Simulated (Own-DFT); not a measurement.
# What a defect does to the pressure of its cell: zincblende GaAs

Source: density functional calculations with Own-DFT, an unreviewed in-house program that is no longer used. Nothing was measured or relaxed, and spin and spin-orbit coupling are left out.

Common settings: PBE; PseudoDojo norm-conserving scalar-relativistic files; cutoff 42 hartree; 3 x 3 x 3 k mesh centred on Gamma; Fermi-Dirac smearing of 0.1 eV.

Keep in mind (not all hold for every row): not probed for a lower state with spin; forces not confirmed at this smearing and k mesh; stress not checked against mesh or cutoff.

All runs share one cell, with vectors in Å (11.737, 0.000, 0.000); (0.000, 11.737, 0.000); (0.000, 0.000, 10.833) and a volume of 1492.4 Å³, strained against the parent crystal. Atoms were moved at random from their sites; u is the rms move along one axis. The defect's site can differ from row to row.

| cell | formula | u (Å) | P (GPa) |
|---|---|---|---|
| no defect | As32Ga32 | 0.0281 | 1.23 |
| no defect | As32Ga32 | 0.0319 | 1.30 |
| no defect | As32Ga32 | 0.0502 | 1.59 |
| one P on an As site | As31Ga32P | 0.0287 | 1.00 |
| one P on an As site | As31Ga32P | 0.0289 | 1.03 |
| one P on an As site | As31Ga32P | 0.0334 | 1.06 |
| one As vacancy and one Ga vacancy | As31Ga31 | 0.0290 | 1.01 |
| one As vacancy and one Ga vacancy | As31Ga31 | 0.0292 | 0.86 |
| one As vacancy and one Ga vacancy | As31Ga31 | 0.0466 | 1.12 |
| one Al on a Ga site | AlAs32Ga31 | 0.0285 | 1.19 |
| one Al on a Ga site | AlAs32Ga31 | 0.0291 | 1.23 |
| one Al on a Ga site | AlAs32Ga31 | 0.0489 | 1.47 |
| one In on a Ga site | As32Ga31In | 0.0482 | 2.21 |
| one In on a Ga site | As32Ga31In | 0.0495 | 2.09 |
| one In on a Ga site | As32Ga31In | 0.0519 | ? |
| one In on a Ga site | As32Ga31In | 0.0538 | 2.32 |

## What the rows give

P = P0 + c u² + a shift for each defect gives P0 = 1.11 GPa, c = 178 ± 26 GPa/Å² and a scatter of 0.06 GPa. The shifts, and each times the cell's volume:

- one In on a Ga site: 0.64 ± 0.06 GPa, 6.0 eV
- one Al on a Ga site: -0.06 ± 0.05 GPa, -0.6 eV (not resolved)
- one P on an As site: -0.25 ± 0.05 GPa, -2.3 eV
- one As vacancy and one Ga vacancy: -0.35 ± 0.05 GPa, -3.2 eV

A positive shift means that the defect pushes the cell outwards. Shift times volume (160.2 GPa Å³ is 1 eV) depends little on the cell's size, so, taken for each site, it can be compared between cells at like pressure. The atoms around the defects weren't relaxed, which would change these numbers.

## Test on the hidden row

Question: what pressure belongs in the blank (one In on a Ga site, u = 0.0519 Å)?

The fit gives 2.23 ± 0.07 GPa. DFT gave 2.16 GPa.
